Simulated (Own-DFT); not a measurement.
# Strain and stress in wurtzite GaN, 96 atoms (Ga48N48)

Calculated results; nothing here was measured. They come from Own-DFT, an in-house plane-wave density functional program, since retired, whose code no person has reviewed. Each row is one single-point run on a periodic cell that was not relaxed, without spin or spin-orbit coupling.

Settings of every run: PBE; PseudoDojo norm-conserving scalar-relativistic files (stringent for Ga); cutoff 96 hartree; 3 x 4 x 3 k mesh centred on Gamma; Gaussian smearing of 0.01 eV.

Known limits: forces on such cells passed a denser k mesh, each cell not checked; stress not checked against mesh or cutoff.

Unstrained cell vectors in Å: (12.756, 0.000, 0.000); (-4.784, 8.285, 0.000); (0.000, 0.000, 10.370). The unstrained cell has measured lattice constants (interpolated for alloys), not those of this functional. That, the random moves and any unrelaxed bonds set the pressure at no strain. Each run strains this cell uniformly, with the atoms carried along. Every atom was also moved at random, by a Gaussian of width 0.05 Å on each axis. Strain is the symmetric tensor, in per cent. Stress is positive in tension, and the pressure is minus a third of its trace.

```
run  e_xx (%)  e_yy (%)  e_zz (%)  e_yz (%)  e_xz (%)  e_xy (%)  s_xx (GPa)  s_yy (GPa)  s_zz (GPa)  s_yz (GPa)  s_xz (GPa)  s_xy (GPa)  P (GPa)  E (meV/atom)
  1     -1.58      1.29      1.85      1.53      1.67      1.02       -9.59       -2.10       -0.15        2.59        3.23        2.78     3.94           5.3
  2     -1.78     -0.62      1.26      1.73     -0.73      1.65      -15.24      -10.82       -3.49        4.01       -0.30        5.94     9.85          29.1
  3     -1.31     -1.06     -1.74      1.21     -0.05      1.18      -14.20      -16.11      -17.91        2.72       -0.25        3.50    16.08          37.8
  4     -1.23     -0.11      0.15      1.57     -1.85      0.87      -11.30       -8.23       -9.07        3.15       -3.74        2.74     9.54          25.3
  5      1.64     -1.43     -1.86      0.92      1.95     -0.94       -3.59      -12.84      -15.31        1.30        4.02       -2.82    10.58          30.6
  6      1.72     -0.91      2.00      0.25      0.78     -0.63       -0.06       -8.95        1.53        0.64        1.32       -1.59     2.49          11.9
  7     -1.16     -0.70      1.67      1.59      1.02      0.60      -12.97       -8.91       -1.04        2.60        1.41        3.34     7.64          12.4
  8      0.66      0.79     -0.21      0.53     -0.97     -0.30       -3.56       -3.29       -7.01        0.80       -2.70       -1.11     4.62           0.0
  9      1.24      1.68      0.38      1.36     -1.08     -0.27       -0.57        1.31       -4.19        2.44       -2.34       -0.94     1.15           3.7
 10      0.02      1.92     -0.25      0.13      1.75     -0.55       -5.37       -0.51       -7.86        0.83        3.55       -1.95     4.58          25.1
 11      1.47      1.64      0.42     -1.55      1.98      1.22        0.31       -0.35       -3.43       -3.50        3.95        4.18     1.16          12.4
 12      0.14      0.69     -1.48      0.99      1.16     -0.63       -8.62       -4.59      -13.07        2.03        2.47       -1.63     8.76          28.9
 13     -0.58      0.77      0.88     -1.96     -0.03      0.17       -8.43       -4.01       -4.44       -4.16        0.83        1.71     5.63          22.5
 14     -1.33     -0.79     -0.68      1.90     -1.09     -0.84      -14.53      -13.21      -13.33        5.20       -2.71       -1.65    13.69          43.1
 15      1.48      1.33     -0.21     -1.38      1.86      0.46       -0.98        0.32       -6.48       -2.25        4.15        0.61     2.38           8.8
 16      1.18     -0.87      1.32      0.22     -1.71      0.53           ?           ?           ?           ?           ?           ?        ?             ?
```

E is the free energy for each atom above the lowest run shown.

## Worked fit

Each stress component was fitted by least squares to a constant and the strains of the runs shown, as fractions, with shears doubled. Shear strains stay in the fit of a normal stress only where such slopes are resolved. The slopes, in GPa:

```
stress,at no strain,per e_xx,per e_yy,per e_zz,scatter
s_xx,-7.5,390 ± 20,115 ± 23,69 ± 21,0.93
s_yy,-7.5,96 ± 22,419 ± 25,82 ± 22,1.01
s_zz,-7.8,93 ± 13,66 ± 15,447 ± 14,0.62
```

Each shear stress against twice its own strain: yz 96 ± 9, xz 100 ± 7, xy 142 ± 12 GPa. These are stiffnesses along x, y and z of the frame in which the cell vectors are given, which need not be the crystal's axes. The atoms are held to the strained lattice; where symmetry lets them move under strain, relaxing them would lower some slopes. The table should be nearly symmetric about its diagonal, and what it lacks of that shows the noise. A ninth of its sum, 197 ± 5 GPa, estimates the bulk modulus near the mean pressure of these runs, 6.8 GPa, so it lies above the value at zero pressure.

## Withheld run

Question: what normal stresses and pressure should run 16 give?

The fit gives s_xx = -3.0, s_yy = -8.9, s_zz = -1.4 and P = 4.4 GPa. The calculation gave -1.86, -9.16, -1.33 and P = 4.12 GPa.
